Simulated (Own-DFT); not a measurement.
# Response to strain: 6H (3C twinned every three layers) SiC, 108 atoms (C54Si54)

No measurement is shown. These are fixed-geometry runs of a retired plane-wave code named Own-DFT, which no person has reviewed; spin and spin-orbit coupling are neglected.

All runs used: PBE; PseudoDojo norm-conserving scalar-relativistic files; cutoff 42 hartree; 4 x 4 x 2 k mesh centred on Gamma; Fermi-Dirac smearing of 0.1 eV.

Limits: forces on such cells passed a denser k mesh, each cell not checked; stress not checked against mesh or cutoff.

Unstrained cell vectors in Å: (6.539, -6.539, 0.000); (0.000, 6.539, -6.539); (8.719, 8.719, 8.719). The unstrained cell has measured lattice constants (interpolated for alloys), not those of this functional. That, the random moves and any unrelaxed bonds set the pressure at no strain. A uniform strain is put on this cell, atoms riding along. All atoms carry random offsets, Gaussian with a width of 0.05 Å per axis. Strains are tensor components in per cent; tension counts as positive stress, and P is minus the mean normal stress.

```
run,e_xx (%),e_yy (%),e_zz (%),e_yz (%),e_xz (%),e_xy (%),s_xx (GPa),s_yy (GPa),s_zz (GPa),s_yz (GPa),s_xz (GPa),s_xy (GPa),P (GPa),E (meV/atom)
1,1.73,-1.88,-0.05,-0.11,-0.35,-1.30,1.69,-12.58,-7.49,-1.96,-3.22,-7.66,6.12,16.1
2,-1.63,1.25,-0.55,0.86,0.67,-0.01,-11.39,-1.54,-8.50,3.30,4.06,0.93,7.14,0.0
3,-0.80,1.15,-0.92,-0.37,-0.74,-0.76,-9.38,-1.47,-9.08,-2.43,-4.27,-5.74,6.64,6.2
4,1.48,-1.54,-1.99,0.86,-1.96,1.31,-1.87,-15.97,-14.12,5.13,-9.94,5.30,10.65,38.4
5,0.92,-1.48,0.46,0.02,-0.87,1.28,-2.79,-11.00,-3.17,-0.71,-4.94,5.25,5.65,14.3
6,1.40,-1.74,0.36,1.29,-1.37,-1.37,1.26,-12.61,-5.53,5.15,-5.92,-5.88,5.63,22.5
7,0.00,-0.54,1.62,0.99,1.36,-0.44,-4.23,-5.78,-0.07,4.66,6.13,-1.39,3.36,10.3
8,0.98,0.12,-1.55,-1.81,-1.62,1.63,-4.21,-7.02,-9.96,-8.91,-7.83,5.28,7.06,31.8
9,0.11,-0.88,1.66,-0.68,-0.42,1.63,-5.13,-7.56,1.82,-2.46,-1.69,6.51,3.62,20.1
10,-0.09,1.77,0.09,-0.45,0.76,1.82,-4.56,2.89,-4.19,-1.27,4.58,8.52,1.96,20.0
11,1.27,-1.33,0.14,1.95,-0.13,0.61,0.72,-11.78,-6.41,10.00,-0.74,3.95,5.82,22.5
12,-0.31,1.11,1.07,1.21,-1.73,-0.15,-5.42,0.38,0.55,2.89,-7.14,-0.77,1.50,13.2
13,0.06,-0.92,1.56,0.45,0.25,-1.23,-4.35,-7.79,0.33,1.35,-0.72,-4.42,3.94,15.4
14,-1.18,1.97,-0.93,-0.91,-0.58,-1.59,-11.07,1.57,-9.72,-6.06,-3.71,-8.52,6.41,35.9
15,0.04,-1.97,0.42,-1.04,-1.38,0.57,-8.62,-14.20,-3.93,-6.03,-7.76,1.37,8.92,17.2
16,-1.93,0.58,-1.85,1.71,0.79,0.21,-13.99,-7.16,-17.89,7.76,4.97,1.13,13.02,30.2
17,1.80,-1.56,1.31,-0.02,1.11,-0.05,?,?,?,?,?,?,?,?
```

E is the free energy for each atom above the lowest run shown.

## Analysis

Least squares on the runs shown: each stress against a constant and the strains, taken as fractions with shears doubled. Shear strains stay in the fit of a normal stress only where such slopes are resolved. The slopes, in GPa:

```
stress  at no strain  per e_xx  per e_yy  per e_zz  scatter
  s_xx          -5.5  490 ± 19   87 ± 14   65 ± 12     0.49
  s_yy          -5.6   55 ± 16  467 ± 13  152 ± 10     0.45
  s_zz          -6.1   60 ± 25   89 ± 20  484 ± 16     0.66
```

Also, s_xx gains 36 ± 6 per 2 e_yz; s_xx gains 24 ± 8 per 2 e_xz; s_xx gains -12 ± 6 per 2 e_xy; s_yy gains -13 ± 6 per 2 e_yz; s_yy gains -10 ± 5 per 2 e_xy; s_zz gains -22 ± 9 per 2 e_yz; s_zz gains -40 ± 11 per 2 e_xz; s_zz gains 19 ± 8 per 2 e_xy.

The slope of each shear stress on twice its own strain, from a fit on all six strains: yz 239 ± 10, xz 230 ± 12, xy 235 ± 8 GPa. These are stiffnesses along x, y and z of the frame in which the cell vectors are given, which need not be the crystal's axes. These are clamped-ion slopes: internal relaxation, where symmetry allows it, would soften some. Slopes across the diagonal should nearly agree, so their difference gauges the noise. A ninth of the table's sum, 217 ± 6 GPa, estimates the bulk modulus near the mean pressure of these runs, 6.1 GPa, so it lies above the value at zero pressure.

## Withheld run

The question: what normal stresses and pressure should run 17 give?

Estimate: s_xx = 3.3, s_yy = -9.9, s_zz = -1.0 and P = 2.5 GPa. The hidden result is 2.68, -9.25, 0.00 and P = 2.19 GPa.
